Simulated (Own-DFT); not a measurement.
Simulation results for AlN (wurtzite, strained, atoms displaced)

Computed with Own-DFT development build. A calculation, not a measurement: plane-wave PBE density functional theory by an unreviewed code, no spin, of a simulated periodic cell, stress positive in tension, free energy of the whole cell less one offset for each atom, forces on such cells passed a denser k mesh, this cell's mesh not checked; offsets are fitted by least squares, one for each functional and potential file, so energies compare only between cells with the same atoms and settings and are not formation energies; the far tail of each file's local potential was reset to the Coulomb form; each entry is a single point on an unrelaxed cell, so the pressure reflects the starting lattice, mostly measured values (interpolated for alloys), from which strain is counted, and rises with the displacements; printed positions are rounded, which can move forces by about a meV/angstrom; the program, named Own-DFT, is a retired in-house code; no spin-orbit coupling.

Settings shared by all entries: functional PBE; potential files PseudoDojo norm-conserving, scalar-relativistic, standard set; wave cutoff 42 hartree; occupations Fermi-Dirac; smearing width 0.1 eV; hardware one NVIDIA H100; k mesh 2 x 2 x 2 centred on Gamma.

(1) AlN (wurtzite, strained, atoms displaced)

```
AlN
1.0
     12.3815    -0.0345     0.2080
     -6.2206    10.7550     0.0988
      0.1665     0.1874     9.7703
Al N Al N Al N Al N Al N Al N Al N Al N Al N Al N Al N Al N Al N Al N Al N Al N Al N Al N Al N Al N Al N Al N Al N Al N Al N Al N Al N Al N Al N Al N Al N Al N
2 2 2 2 2 2 2 2 2 2 2 2 2 2 2 2 2 2 2 2 2 2 2 2 2 2 2 2 2 2 2 2 2 2 2 2 2 2 2 2 2 2 2 2 2 2 2 2 2 2 2 2 2 2 2 2 2 2 2 2 2 2 2 2
Direct
  0.09054 0.17170 0.00797
  0.15953 0.07943 0.24121
  0.08634 0.16956 0.19802
  0.15578 0.07810 0.44266
  0.07428 0.16049 0.50513
  0.17042 0.08673 0.75618
  0.08968 0.16845 0.69469
  0.16920 0.08785 0.93522
  0.08965 0.42297 0.00214
  0.16209 0.33125 0.25961
  0.08967 0.42011 0.19605
  0.16983 0.33523 0.45005
  0.07944 0.41579 0.50051
  0.15745 0.33011 0.74968
  0.08276 0.41210 0.68539
  0.17284 0.33994 0.94741
  0.07040 0.66798 0.99742
  0.15783 0.57990 0.25279
  0.08648 0.67772 0.19552
  0.16479 0.58374 0.44600
  0.08253 0.65995 0.50510
  0.16708 0.57788 0.75249
  0.08021 0.66802 0.69997
  0.16260 0.58022 0.92719
  0.08503 0.92129 0.00323
  0.17574 0.83544 0.24799
  0.07877 0.91471 0.19723
  0.16559 0.83753 0.43853
  0.08180 0.91475 0.50109
  0.16639 0.83756 0.74603
  0.08793 0.91721 0.70185
  0.16899 0.83635 0.94371
  0.33063 0.16205 0.00848
  0.41718 0.08798 0.25543
  0.33165 0.16899 0.18295
  0.41756 0.09009 0.44167
  0.33261 0.16283 0.49984
  0.41456 0.08593 0.74586
  0.33439 0.17264 0.68537
  0.40889 0.08105 0.93917
  0.33432 0.41529 0.01019
  0.41921 0.33234 0.24920
  0.33650 0.42170 0.18236
  0.40716 0.32972 0.43734
  0.34126 0.42074 0.49047
  0.41727 0.33072 0.75433
  0.32590 0.41113 0.68600
  0.41778 0.33770 0.94001
  0.32822 0.66066 0.00425
  0.41608 0.57886 0.24756
  0.32478 0.66321 0.19140
  0.41125 0.58088 0.44314
  0.33010 0.66565 0.49907
  0.40915 0.57153 0.75258
  0.33218 0.66791 0.69273
  0.42342 0.58999 0.93955
  0.33032 0.91627 0.00289
  0.41973 0.83151 0.25266
  0.32435 0.91914 0.18671
  0.41089 0.82627 0.43502
  0.33722 0.92439 0.49945
  0.41967 0.84270 0.74915
  0.33539 0.91657 0.69807
  0.41480 0.83387 0.94403
  0.59178 0.16865 0.99446
  0.66963 0.08644 0.24742
  0.58752 0.17061 0.19501
  0.67163 0.08044 0.44390
  0.58030 0.17162 0.50432
  0.66420 0.09105 0.74469
  0.58359 0.16602 0.69136
  0.66068 0.08053 0.94555
  0.58679 0.42183 0.99841
  0.66758 0.33215 0.24080
  0.57988 0.41748 0.19612
  0.66856 0.33853 0.44357
  0.58572 0.42266 0.50556
  0.66929 0.33536 0.75468
  0.58585 0.41936 0.69718
  0.66146 0.33090 0.94087
  0.57813 0.66427 0.99770
  0.66505 0.58534 0.25174
  0.57607 0.66295 0.18028
  0.66148 0.58130 0.44297
  0.57685 0.66376 0.50153
  0.66831 0.58488 0.74946
  0.58441 0.66041 0.68520
  0.66707 0.58584 0.93948
  0.58314 0.91465 0.99895
  0.65917 0.83446 0.25542
  0.57683 0.90934 0.19419
  0.66441 0.83290 0.44093
  0.58604 0.91829 0.49126
  0.66123 0.83145 0.74884
  0.57760 0.91564 0.69666
  0.67081 0.83522 0.94855
  0.84201 0.16102 0.99376
  0.92499 0.08154 0.24176
  0.82826 0.15769 0.18830
  0.91938 0.07454 0.43407
  0.83069 0.16740 0.50356
  0.91648 0.08536 0.74836
  0.83249 0.16055 0.68865
  0.91802 0.08468 0.93857
  0.82944 0.41165 0.99560
  0.91239 0.33180 0.24880
  0.83011 0.41318 0.18507
  0.91795 0.33486 0.44233
  0.83313 0.41301 0.49286
  0.91616 0.33615 0.75014
  0.82659 0.40824 0.68912
  0.90768 0.32621 0.94418
  0.83322 0.66904 0.01226
  0.91573 0.57858 0.24297
  0.82655 0.66703 0.19225
  0.91985 0.58626 0.43593
  0.83875 0.66773 0.50176
  0.91612 0.58145 0.74814
  0.83187 0.66836 0.69591
  0.91447 0.58138 0.94481
  0.83968 0.92044 0.99308
  0.91725 0.82663 0.24504
  0.82522 0.91044 0.19032
  0.91924 0.83710 0.43951
  0.83458 0.91570 0.49313
  0.91996 0.83469 0.75241
  0.83826 0.92039 0.69607
  0.90731 0.83227 0.93816
```

```
free energy of cell above offsets : -49.921 eV
pressure                          : 12.26 GPa
stress xx                         : -11.29 GPa
stress yy                         : -9.46 GPa
stress zz                         : -16.02 GPa
stress yz                         : 4.92 GPa
stress xz                         : 5.21 GPa
stress xy                         : -0.65 GPa
wall time                         : 395.7 s
```

Force:
| element | x (eV/Å) | y (eV/Å) | z (eV/Å) |
| --- | --- | --- | --- |
| Al | -0.699 | 0.161 | -1.735 |
| Al | 1.281 | 0.111 | 2.605 |
| N | 0.552 | 0.713 | -1.554 |
| N | 1.862 | 0.954 | -0.581 |
| Al | 1.538 | 0.986 | -0.362 |
| Al | -0.396 | -0.418 | -2.509 |
| N | -1.538 | -0.69 | 0.123 |
| N | -0.185 | -0.112 | 3.392 |
| Al | -0.791 | -1.226 | -0.031 |
| Al | 1.409 | 0.919 | -0.143 |
| N | -1.845 | -0.939 | -0.471 |
| N | -1.065 | -0.58 | -1.037 |
| Al | 1.555 | -0.036 | -0.672 |
| Al | 2.288 | 0.129 | 0.21 |
| N | -1.614 | 0.792 | 1.447 |
| N | -0.859 | -0.842 | -0.647 |
| Al | 3.415 | 0.85 | 0.163 |
| Al | 0.599 | 1.396 | 0.196 |
| N | -0.104 | -2.878 | -1.452 |
| N | 0.193 | -0.697 | -0.583 |
| Al | -1.155 | 2.12 | -0.155 |
| Al | -0.654 | 0.77 | -3.109 |
| N | 1.242 | -0.313 | -1.165 |
| N | -0.466 | 0.816 | 4.701 |
| Al | -0.207 | -1.049 | -0.886 |
| Al | -4.05 | -0.708 | 1.681 |
| N | 1.478 | 0.577 | -1.733 |
| N | 1.531 | -0.755 | 1.248 |
| Al | -0.37 | 0.316 | 0.244 |
| Al | 1.433 | -1.334 | 1.471 |
| N | -1.3 | 1.17 | -1.569 |
| N | -1.359 | -0.412 | -0.368 |
| Al | 0.32 | 1.255 | -3.897 |
| Al | -0.212 | -0.739 | -2.235 |
| N | 0.287 | -0.294 | 3.921 |
| N | 1.34 | -0.711 | 0.277 |
| Al | -3.259 | 1.036 | -0.477 |
| Al | -0.329 | -0.434 | 1.134 |
| N | 1.109 | -0.937 | 0.92 |
| N | 1.52 | 0.948 | 0.033 |
| Al | 0.163 | 0.889 | -4.28 |
| Al | -1.998 | -0.212 | -0.326 |
| N | -0.192 | -1.573 | 4.772 |
| N | 2.714 | -0.115 | 0.205 |
| Al | -2.145 | -1.619 | 2.176 |
| Al | -1.402 | 0.951 | -0.884 |
| N | 1.151 | 0.295 | 0.724 |
| N | 0.552 | -0.954 | 1.21 |
| Al | -0.139 | 1.209 | -1.563 |
| Al | -1.543 | 0.791 | 0.173 |
| N | 0.859 | 0.133 | 0.891 |
| N | 0.593 | 1.53 | -1.221 |
| Al | 0.172 | -0.618 | 0.928 |
| Al | -0.04 | 1.316 | -0.927 |
| N | 0.765 | 0.165 | -0.317 |
| N | -1.796 | -1.818 | 0.115 |
| Al | 0.775 | -0.116 | -1.335 |
| Al | -2.849 | -1.11 | -1.809 |
| N | 4.621 | 2.52 | 1.166 |
| N | 0.019 | 2.399 | 1.777 |
| Al | -0.231 | -2.237 | 0.166 |
| Al | -0.342 | -3.146 | 1.467 |
| N | -1.244 | 1.469 | -2.092 |
| N | 0.113 | -0.325 | 0.261 |
| Al | -2.884 | -1.038 | 1.279 |
| Al | -0.835 | -1.707 | 0.405 |
| N | -0.419 | -1.018 | -0.691 |
| N | -2.081 | 1.722 | -0.642 |
| Al | 1.457 | -0.129 | -1.215 |
| Al | 1.956 | -2.734 | 1.341 |
| N | -1.438 | 1.454 | 0.027 |
| N | 2.325 | 0.368 | -1.312 |
| Al | -1.192 | -0.598 | 0.243 |
| Al | -1.774 | 0.663 | 1.787 |
| N | 2.196 | 0.484 | -1.157 |
| N | -0.086 | -0.599 | -0.856 |
| Al | -0.501 | -1.682 | -0.495 |
| Al | -1.874 | -0.757 | -1.056 |
| N | 0.409 | -0.576 | -0.412 |
| N | 0.839 | 1.012 | 0.676 |
| Al | 1.474 | 1.213 | -0.709 |
| Al | -1.642 | -0.662 | -0.079 |
| N | 1.247 | 0.904 | 2.953 |
| N | 0.791 | 1.492 | -0.277 |
| Al | 0.32 | 0.258 | -0.668 |
| Al | -0.606 | -0.243 | 0.393 |
| N | -1.349 | 0.987 | 1.54 |
| N | 0.69 | 0.166 | 0.727 |
| Al | -0.516 | -0.707 | -0.003 |
| Al | 1.649 | -1.339 | -1.843 |
| N | 0.538 | 2.598 | -0.483 |
| N | 0.5 | -0.434 | 0.773 |
| Al | -1.089 | -1.426 | 1.791 |
| Al | 0.846 | -0.105 | 0.46 |
| N | 2.055 | 1.615 | -1.758 |
| N | -0.622 | -0.028 | -1.543 |
| Al | -3.944 | 0.705 | 1.34 |
| Al | -3.093 | -1.848 | 1.132 |
| N | 2.065 | 1.959 | -0.028 |
| N | -1.985 | 2.433 | 0.428 |
| Al | 1.698 | -0.951 | -1.44 |
| Al | 1.238 | -0.861 | -0.177 |
| N | -0.833 | 1.816 | 0.938 |
| N | 2.755 | 0.085 | 0.117 |
| Al | -0.22 | 0.269 | -0.127 |
| Al | 1.048 | -0.954 | -0.649 |
| N | 1.072 | 0.872 | 0.623 |
| N | -0.134 | -0.745 | -0.756 |
| Al | -1.053 | 1.134 | 0.827 |
| Al | 0.451 | -1.239 | -0.001 |
| N | 1.437 | 1.948 | -0.141 |
| N | 1.6 | 1.109 | -0.556 |
| Al | -1.105 | -0.442 | -3.433 |
| Al | -0.804 | 1.05 | 0.636 |
| N | 2.173 | -0.868 | 1.223 |
| N | 0.158 | -1.155 | 0.547 |
| Al | -1.398 | 0.231 | -0.244 |
| Al | -1.372 | -0.208 | 0.422 |
| N | 1.836 | -0.017 | -0.923 |
| N | -1.58 | -0.592 | -0.263 |
| Al | -2.262 | -0.868 | 1.37 |
| Al | -2.396 | 1.037 | 1.309 |
| N | 1.673 | 0.952 | -0.098 |
| N | 0.266 | -1.702 | 0.13 |
| Al | -0.495 | -0.954 | 1.331 |
| Al | -0.915 | -0.226 | -0.685 |
| N | -0.622 | -0.637 | -1.079 |
| N | 3.286 | -0.221 | 1.362 |

(2) AlN (wurtzite, strained, atoms displaced)

```
AlN
1.0
     12.4358     0.2014     0.0283
     -6.0435    10.6373     0.0324
      0.0226     0.0431     9.9756
Al N Al N Al N Al N Al N Al N Al N Al N Al N Al N Al N Al N Al N Al N Al N Al N Al N Al N Al N Al N Al N Al N Al N Al N Al N Al N Al N Al N Al N Al N Al N Al N
2 2 2 2 2 2 2 2 2 2 2 2 2 2 2 2 2 2 2 2 2 2 2 2 2 2 2 2 2 2 2 2 2 2 2 2 2 2 2 2 2 2 2 2 2 2 2 2 2 2 2 2 2 2 2 2 2 2 2 2 2 2 2 2
Direct
  0.08347 0.16831 0.00469
  0.16588 0.08363 0.25120
  0.08850 0.17051 0.18956
  0.16501 0.08264 0.44371
  0.08535 0.17191 0.49666
  0.16217 0.07526 0.74603
  0.08441 0.16700 0.69535
  0.16613 0.08195 0.94102
  0.08237 0.41225 0.99887
  0.17481 0.34088 0.24453
  0.07737 0.41241 0.19641
  0.16503 0.32998 0.43892
  0.08562 0.41075 0.50576
  0.16173 0.33437 0.75425
  0.08100 0.40605 0.68477
  0.16456 0.33474 0.94598
  0.08305 0.66654 0.00291
  0.16659 0.58379 0.25015
  0.08364 0.65854 0.19686
  0.15891 0.58427 0.44714
  0.08354 0.66167 0.50070
  0.16729 0.58916 0.75524
  0.08403 0.66285 0.69458
  0.16483 0.57645 0.94310
  0.09035 0.91755 0.99305
  0.17596 0.84231 0.24205
  0.07990 0.91764 0.19765
  0.17192 0.83124 0.44356
  0.08940 0.92747 0.50460
  0.17953 0.83716 0.75392
  0.09644 0.91658 0.68847
  0.16418 0.82810 0.94113
  0.33410 0.16178 0.00380
  0.41600 0.08832 0.25323
  0.33764 0.16554 0.18377
  0.41344 0.08478 0.43953
  0.33339 0.16710 0.49682
  0.41967 0.09015 0.74733
  0.34094 0.17391 0.69090
  0.41817 0.08344 0.95045
  0.33711 0.41678 0.99839
  0.40711 0.32732 0.24545
  0.33028 0.41783 0.19366
  0.41846 0.33671 0.43312
  0.33001 0.41986 0.49386
  0.41118 0.32973 0.73990
  0.33386 0.40805 0.69528
  0.41262 0.33870 0.94618
  0.34003 0.66781 0.00007
  0.41039 0.57792 0.25004
  0.33947 0.66713 0.19131
  0.42018 0.58694 0.44848
  0.33312 0.66647 0.49852
  0.41833 0.59182 0.75405
  0.33527 0.66340 0.69022
  0.41527 0.58196 0.94132
  0.33529 0.91981 0.00139
  0.41420 0.83583 0.25000
  0.33661 0.91181 0.18846
  0.41964 0.83365 0.44904
  0.34163 0.92521 0.50172
  0.42369 0.83620 0.75613
  0.34133 0.92037 0.69210
  0.41441 0.82929 0.94319
  0.58732 0.16893 0.99487
  0.66163 0.07482 0.24545
  0.58217 0.16123 0.19941
  0.66226 0.08332 0.43618
  0.58544 0.16409 0.50430
  0.66136 0.08217 0.75678
  0.58194 0.16138 0.69954
  0.66258 0.08909 0.94535
  0.58437 0.41679 0.98409
  0.67147 0.33832 0.25071
  0.58303 0.41961 0.18405
  0.66165 0.31654 0.44286
  0.57965 0.41444 0.50573
  0.67459 0.34059 0.75280
  0.58679 0.41595 0.68286
  0.65122 0.31841 0.93816
  0.58479 0.66611 0.99814
  0.66827 0.57789 0.25384
  0.58088 0.66198 0.18850
  0.66038 0.58345 0.44516
  0.58725 0.66974 0.50027
  0.66646 0.58562 0.75450
  0.57693 0.66328 0.69236
  0.66819 0.59238 0.93691
  0.58426 0.91577 0.99621
  0.66546 0.83356 0.25300
  0.58609 0.91515 0.19769
  0.66824 0.83177 0.43709
  0.57978 0.91625 0.50007
  0.66785 0.83155 0.74472
  0.57826 0.91368 0.68447
  0.66843 0.82850 0.94022
  0.83377 0.16301 0.98872
  0.91648 0.08495 0.25680
  0.83718 0.16922 0.18258
  0.91322 0.07583 0.43694
  0.84069 0.17202 0.50454
  0.90675 0.07430 0.74428
  0.82781 0.16554 0.68987
  0.91294 0.08131 0.94090
  0.84892 0.42071 0.99142
  0.91377 0.32579 0.25249
  0.83184 0.41813 0.19052
  0.92053 0.33461 0.43399
  0.83517 0.42364 0.49093
  0.91260 0.33327 0.75319
  0.84476 0.41907 0.68966
  0.91865 0.33551 0.92863
  0.83681 0.67521 0.99885
  0.91722 0.58504 0.25005
  0.83824 0.67369 0.18589
  0.91341 0.58782 0.43069
  0.82451 0.66126 0.50053
  0.91338 0.58555 0.74642
  0.83300 0.66100 0.69679
  0.92045 0.58268 0.94262
  0.83877 0.91648 0.00224
  0.90883 0.82967 0.25462
  0.82896 0.90980 0.18716
  0.91711 0.83617 0.43259
  0.83937 0.91950 0.49425
  0.91196 0.83353 0.75224
  0.83679 0.91468 0.69220
  0.90924 0.83115 0.93290
```

```
free energy of cell above offsets : -50.536 eV
pressure                          : 7.5 GPa
stress xx                         : -8.01 GPa
stress yy                         : -8.89 GPa
stress zz                         : -5.59 GPa
stress yz                         : 1.88 GPa
stress xz                         : 0.44 GPa
stress xy                         : 9.21 GPa
wall time                         : 392.4 s
```

Force:
| element | x (eV/Å) | y (eV/Å) | z (eV/Å) |
| --- | --- | --- | --- |
| Al | -0.155 | -0.488 | -1.066 |
| Al | 0.399 | -0.211 | -0.247 |
| N | -0.76 | -0.259 | 0.976 |
| N | 0.459 | 1.977 | -0.804 |
| Al | -0.104 | -1.511 | 1.264 |
| Al | 0.55 | 2.34 | 0.914 |
| N | -1.046 | -0.986 | -1.031 |
| N | 0.477 | 0.304 | -0.387 |
| Al | -1.063 | 0.739 | 1.275 |
| Al | -2.279 | -1.729 | 0.709 |
| N | 0.665 | 0.738 | -1.137 |
| N | 0.784 | 1.222 | -0.895 |
| Al | -1.655 | 1.292 | -1.665 |
| Al | 2.606 | -0.859 | 0.358 |
| N | -1.902 | 1.722 | 1.573 |
| N | 1.557 | -0.699 | -0.559 |
| Al | 0.637 | -1.222 | 0.493 |
| Al | 1.325 | -1.078 | 0.788 |
| N | -1.841 | 2.479 | -1.548 |
| N | 4.272 | -2.06 | -1.454 |
| Al | -2.687 | 2.48 | 0.709 |
| Al | 1.806 | -1.934 | -0.453 |
| N | -1.629 | 1.31 | -0.537 |
| N | 0.254 | 1.485 | 0.105 |
| Al | -2.258 | -0.207 | 1.488 |
| Al | -1.078 | -2.148 | 2.1 |
| N | 0.564 | -0.18 | -1.647 |
| N | -0.516 | 1.134 | -0.45 |
| Al | 0.783 | -3.706 | -1.208 |
| Al | -0.45 | -1.32 | -1.172 |
| N | -2.26 | -0.745 | 0.715 |
| N | 1.301 | 0.941 | 0.236 |
| Al | -1.217 | 1.48 | -1.643 |
| Al | 2.347 | -0.902 | -0.48 |
| N | -2.269 | -0.217 | 1.751 |
| N | 0.996 | 0.353 | 0.338 |
| Al | -0.644 | 0.908 | 0.659 |
| Al | 0.524 | -1.022 | 1.34 |
| N | -1.188 | -2.699 | -1.073 |
| N | 0.348 | -0.214 | -1.851 |
| Al | -2.924 | 0.96 | 0.605 |
| Al | 2.118 | 1.57 | -0.161 |
| N | 0.905 | -0.171 | -1.071 |
| N | -0.373 | -0.675 | 0.727 |
| Al | 1.053 | -0.598 | 1.614 |
| Al | 2.24 | 1.225 | 2.511 |
| N | -3.585 | 2.624 | -1.508 |
| N | 3.367 | -2.348 | -1.72 |
| Al | -1.627 | -1.118 | 0.72 |
| Al | 2.277 | 1.592 | 0.81 |
| N | -2.041 | 0.23 | 0.096 |
| N | -0.25 | -0.558 | -1.482 |
| Al | -0.977 | 0.126 | 0.682 |
| Al | 1.095 | -2.913 | -0.185 |
| N | -2.236 | 1.351 | 0.233 |
| N | 1.051 | 0.363 | -0.074 |
| Al | 0.234 | -0.83 | -0.195 |
| Al | 2.868 | -1.294 | 1.346 |
| N | -2.069 | 2.108 | -0.398 |
| N | -0.766 | 0.025 | -1.637 |
| Al | -0.936 | -2.136 | 0.111 |
| Al | -0.976 | -1.098 | -1.09 |
| N | -0.324 | 0.321 | 0.58 |
| N | 0.562 | 1.352 | -0.173 |
| Al | -2.725 | -1.793 | 3.493 |
| Al | 0.703 | 2.212 | 0.871 |
| N | -0.902 | 1.199 | -1.664 |
| N | 2.223 | -0.678 | 0.67 |
| Al | -0.886 | -1.435 | 0.462 |
| Al | 1.217 | -0.726 | -0.871 |
| N | -0.72 | 1.837 | -1.397 |
| N | 3.546 | -2.431 | -1.19 |
| Al | -1.18 | 0.435 | 2.191 |
| Al | -0.91 | -1.85 | -0.441 |
| N | 0.168 | -1.042 | 0.231 |
| N | -0.371 | 4.861 | -0.376 |
| Al | 0.442 | -0.554 | -2.485 |
| Al | 0.052 | -1.55 | -1.013 |
| N | -0.568 | 0.449 | 2.81 |
| N | 1.838 | 4.805 | -1.374 |
| Al | -1.47 | -0.069 | 1.336 |
| Al | -1.085 | 1.025 | -1.142 |
| N | -0.114 | 0.278 | 0.706 |
| N | 2.24 | -0.984 | -0.637 |
| Al | -1.882 | -0.064 | 0.463 |
| Al | -0.208 | -0.553 | -1.266 |
| N | 1.307 | 0.994 | -0.46 |
| N | 2.162 | -1.858 | 0.064 |
| Al | 0.164 | -0.181 | 1.214 |
| Al | 0.973 | -1.595 | -0.921 |
| N | -1.615 | -0.842 | -1.995 |
| N | 0.216 | 0.924 | 1.485 |
| Al | 1.145 | 0.464 | -0.912 |
| Al | -0.481 | -0.087 | 0.617 |
| N | 1.594 | 0.841 | 1.793 |
| N | -0.513 | 1.711 | -0.793 |
| Al | -1.423 | 1.07 | 1.663 |
| Al | 0.363 | -0.449 | -2.7 |
| N | -0.555 | -1.348 | 0.15 |
| N | 0.317 | 2.825 | 1.361 |
| Al | -1.86 | -0.924 | -1.237 |
| Al | 1.313 | 2.367 | 1.178 |
| N | 0.15 | -0.398 | 0.783 |
| N | 1.654 | -0.387 | -1.022 |
| Al | -3.129 | -0.439 | 2.333 |
| Al | -0.447 | 1.274 | -0.99 |
| N | 0.938 | -0.109 | -0.629 |
| N | -0.077 | -0.071 | 1.866 |
| Al | 0.355 | -1.869 | 0.569 |
| Al | 2.692 | -0.735 | -2.339 |
| N | -3.267 | 0.811 | -0.97 |
| N | 1.351 | -1.399 | 2.195 |
| Al | 0.031 | -2.185 | 0.215 |
| Al | 0.389 | 0.103 | -1.594 |
| N | -0.443 | -1.617 | 0.492 |
| N | 0.431 | -0.318 | 2.185 |
| Al | 0.51 | 1.437 | 0.039 |
| Al | 3.503 | -0.791 | 1.412 |
| N | -2.599 | 1.876 | -1.716 |
| N | -1.033 | 1.125 | -0.774 |
| Al | -1.976 | 0.123 | 0.077 |
| Al | 1.444 | 0.862 | -1.359 |
| N | -0.418 | 1.643 | 0.783 |
| N | 0.933 | -0.769 | 2.969 |
| Al | -1.363 | -1.969 | 0.8 |
| Al | 2.743 | -1.008 | -0.828 |
| N | -1.809 | -0.282 | -1.872 |
| N | 2.579 | 1.191 | 0.665 |
